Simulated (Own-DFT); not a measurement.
W31C32 (WC crystal with one vacancy, atoms displaced) (calculated)

All values are calculated (Own-DFT development build). A calculation, not a measurement: plane-wave PBE density functional theory by an unreviewed code, no spin, of a simulated periodic cell, stress positive in tension, free energy of the whole cell less one offset for each atom, forces on such cells moved up to 12 meV/angstrom on a denser k mesh; offsets are fitted by least squares, one for each functional and potential file, so energies compare only between cells with the same atoms and settings and are not formation energies; the far tail of each file's local potential was reset to the Coulomb form; each entry is a single point on an unrelaxed cell, so the pressure reflects the starting lattice, taken from the Materials Project, from which strain is counted, and rises with the displacements; printed positions are rounded, which can move forces by about a meV/angstrom; the program is a retired in-house code; no spin-orbit coupling; before rounding, a Quantum ESPRESSO 7.3.1 run of the same cell and cutoff gave forces within 1 meV/angstrom rms on each cell, which checks the program and not the settings.

## W31C32 (WC crystal with one vacancy, atoms displaced)

```
W31C32
1.0
      5.8332    -5.0517    -2.8394
      0.0000    -5.0517     8.5183
     -5.8332    -5.0517    -2.8394
W C W C W C W C W C W C W C W C W C W C W C W C W C W C W C W C W C W C W C W C W C W C W C W C W C W C W C W C W C W C W C
1 1 1 1 1 1 1 1 1 2 1 1 1 1 1 1 1 1 1 1 1 1 1 1 1 1 1 1 1 1 1 1 1 1 1 1 1 1 1 1 1 1 1 1 1 1 1 1 1 1 1 1 1 1 1 1 1 1 1 1 1 1
Direct
  0.69868 0.87179 0.93481
  0.70255 0.95398 0.67689
  0.36899 0.74953 0.85965
  0.38491 0.82670 0.62929
  0.19262 0.36067 0.93646
  0.19549 0.45728 0.69268
  0.06928 0.60744 0.81338
  0.06316 0.70784 0.57108
  0.93510 0.87454 0.68812
  0.94007 0.95790 0.43559
  0.87932 0.33415 0.63170
  0.75262 0.49779 0.75344
  0.75098 0.58310 0.51625
  0.63358 0.75616 0.63286
  0.63842 0.84919 0.36946
  0.56611 0.12248 0.80658
  0.56903 0.21766 0.56512
  0.43042 0.37749 0.68798
  0.45174 0.46530 0.41614
  0.30797 0.62959 0.55878
  0.32473 0.70379 0.28355
  0.19756 0.86391 0.44811
  0.19117 0.97362 0.17836
  0.25314 0.00853 0.74392
  0.25605 0.07750 0.50110
  0.12264 0.25989 0.62876
  0.13680 0.33138 0.38122
  0.98343 0.49713 0.48983
  0.00558 0.56757 0.22772
  0.86235 0.75028 0.37179
  0.87773 0.83602 0.12301
  0.80329 0.12178 0.55043
  0.81609 0.20190 0.31859
  0.68549 0.37816 0.43010
  0.67474 0.46217 0.18940
  0.56886 0.62786 0.33110
  0.57580 0.70850 0.03370
  0.42666 0.89111 0.18857
  0.44175 0.95080 0.95010
  0.49888 0.99734 0.50554
  0.49622 0.08874 0.25045
  0.37295 0.25137 0.37852
  0.38640 0.32723 0.12995
  0.24362 0.50922 0.26032
  0.24375 0.58787 0.02689
  0.12625 0.74800 0.11535
  0.13320 0.82924 0.87043
  0.07438 0.10855 0.29507
  0.07265 0.20824 0.06269
  0.94276 0.37804 0.19235
  0.93819 0.46443 0.93372
  0.80819 0.61101 0.03625
  0.80261 0.73285 0.81782
  0.74541 0.99018 0.24004
  0.75163 0.07252 0.99676
  0.61329 0.23616 0.12915
  0.62843 0.32879 0.88325
  0.50544 0.49582 0.98943
  0.50962 0.57768 0.74692
  0.30907 0.12826 0.06255
  0.30664 0.20427 0.79925
  0.00343 0.01268 0.00178
  0.99549 0.07456 0.75145
```

```
functional                        : PBE
potential files                   : PseudoDojo norm-conserving, scalar-relativistic, standard set
wave cutoff                       : 50 hartree
occupations                       : cold (Marzari-Vanderbilt)
smearing width                    : 0.2 eV
k mesh                            : 4 x 4 x 4 centred on Gamma
free energy of cell above offsets : 12.112 eV
pressure                          : 9.87 GPa
stress xx                         : -12.14 GPa
stress yy                         : -8.6 GPa
stress zz                         : -8.86 GPa
stress yz                         : 1.34 GPa
stress xz                         : 0.96 GPa
stress xy                         : 0.19 GPa
```

Force:
```tsv
element	x (eV/Å)	y (eV/Å)	z (eV/Å)
W	-4.166	-0.7	3.639
C	-2.371	0.098	1.894
W	-1.445	-3.608	-2.955
C	0.316	0.314	1.96
W	-1.989	-1.477	3.309
C	-0.103	0.879	0.42
W	-0.146	-1.565	4.068
C	0.047	1.393	0.256
W	3.002	-1.603	-0.476
C	0.309	0.728	-0.843
C	0.711	1.552	0.952
W	0.594	1.571	-1.715
C	0.838	0.954	1.207
W	0.498	3.602	-0.219
C	-3.315	2.548	-2.206
W	-0.496	-2.15	-0.012
C	-0.54	1.487	-0.656
W	2.407	-1.012	-1.485
C	-3.961	0.307	-1.25
W	1.125	-0.204	-2.835
C	-2.561	-2.464	0.751
W	0.145	1.743	4.26
C	0.473	1.976	-4.143
W	-1.931	1.552	-2.64
C	-0.118	0.521	1.017
W	-0.531	3.371	-1.845
C	-0.841	1.243	0.978
W	1.052	-3.382	-1.429
C	-2.758	-1.689	3.003
W	2.75	-2.323	-1.993
C	0.617	0.349	-0.793
W	0.609	-4.333	-0.898
C	0.846	1.184	1.281
W	-0.42	-1.039	-2.457
C	1.552	-0.208	-1.016
W	3.142	2.763	3.504
C	-2.808	0.455	-0.275
W	2.084	0.958	-5.234
C	1.597	1.2	2.128
W	1.567	-0.344	1.257
C	-1.048	0.248	-1.29
W	0.701	-0.444	-0.301
C	-0.918	0.88	2.066
W	3.389	1.342	-3.569
C	4.549	2.865	-0.773
W	-2.006	-1.132	1.646
C	-1.037	0.345	0.884
W	-6.394	-4.688	4.193
C	-1.041	-0.616	0.358
W	1.301	3.991	-1.938
C	0.483	-0.175	-2.656
W	-3.408	-5.555	0.761
C	3.808	2.244	-5.471
W	1.017	-3.733	2.511
C	-1.156	0.095	1.015
W	4.294	-2.694	1.96
C	-0.204	1.611	0.94
W	-2.759	-0.867	-0.071
C	-0.831	0.404	1.257
W	2.634	-0.426	-0.474
C	-0.01	-2.153	-0.117
W	0.96	3.955	-0.151
C	1.894	-0.145	0.71
```
